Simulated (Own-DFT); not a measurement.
# Which defects push the lattice out? zincblende GaAs

Everything here is calculated. The program is Own-DFT (plane waves, in-house, since retired, never reviewed by a person); positions were held fixed, and spin and spin-orbit coupling were off.

Settings: PBE; PseudoDojo norm-conserving scalar-relativistic files; cutoff 42 hartree; 3 x 3 x 3 k mesh centred on Gamma; Fermi-Dirac smearing of 0.1 eV.

Limits (not all hold for every row): not probed for a lower state with spin; forces not confirmed at this smearing and k mesh; stress not checked against mesh or cutoff.

All runs share one cell, with vectors in Å (10.862, 0.000, 0.000); (0.000, 10.862, 0.000); (0.000, 0.000, 11.796) and a volume of 1391.7 Å³, strained against the parent crystal. The atoms are randomly displaced, by u rms on each axis. The defect's site can differ from row to row.

| cell | formula | u (Å) | P (GPa) |
|---|---|---|---|
| no defect | As32Ga32 | 0.0279 | 6.64 |
| no defect | As32Ga32 | 0.0292 | 6.65 |
| no defect | As32Ga32 | 0.0550 | 7.09 |
| one Al on a Ga site | AlAs32Ga31 | 0.0287 | ? |
| one Al on a Ga site | AlAs32Ga31 | 0.0306 | 6.68 |
| one Al on a Ga site | AlAs32Ga31 | 0.0505 | 7.04 |
| one Al on a Ga site | AlAs32Ga31 | 0.0525 | 7.15 |
| one As vacancy and one Ga vacancy | As31Ga31 | 0.0294 | 5.96 |
| one As vacancy and one Ga vacancy | As31Ga31 | 0.0306 | 5.94 |
| one As vacancy and one Ga vacancy | As31Ga31 | 0.0521 | 6.39 |
| one In on a Ga site | As32Ga31In | 0.0273 | 7.41 |
| one In on a Ga site | As32Ga31In | 0.0277 | 7.41 |
| one In on a Ga site | As32Ga31In | 0.0287 | 7.34 |
| one P on an As site | As31Ga32P | 0.0318 | 6.39 |
| one P on an As site | As31Ga32P | 0.0480 | 6.62 |
| one P on an As site | As31Ga32P | 0.0515 | 6.83 |

## Analysis

P = P0 + c u² + a shift for each defect gives P0 = 6.43 GPa, c = 230 ± 16 GPa/Å² and a scatter of 0.05 GPa. The shifts, and each times the cell's volume:

- one In on a Ga site: 0.77 ± 0.04 GPa, 6.7 eV
- one Al on a Ga site: 0.04 ± 0.04 GPa, 0.4 eV (not resolved)
- one P on an As site: -0.28 ± 0.04 GPa, -2.4 eV
- one As vacancy and one Ga vacancy: -0.68 ± 0.04 GPa, -5.9 eV

A positive shift means that the defect pushes the cell outwards. Shift times volume (160.2 GPa Å³ is 1 eV) depends little on the cell's size, so, taken for each site, it can be compared between cells at like pressure. The atoms around the defects weren't relaxed, which would change these numbers.

## Prediction

The question: what pressure belongs in the blank (one Al on a Ga site, u = 0.0287 Å)?

From the fit: 6.67 ± 0.06 GPa. The hidden result is 6.66 GPa.
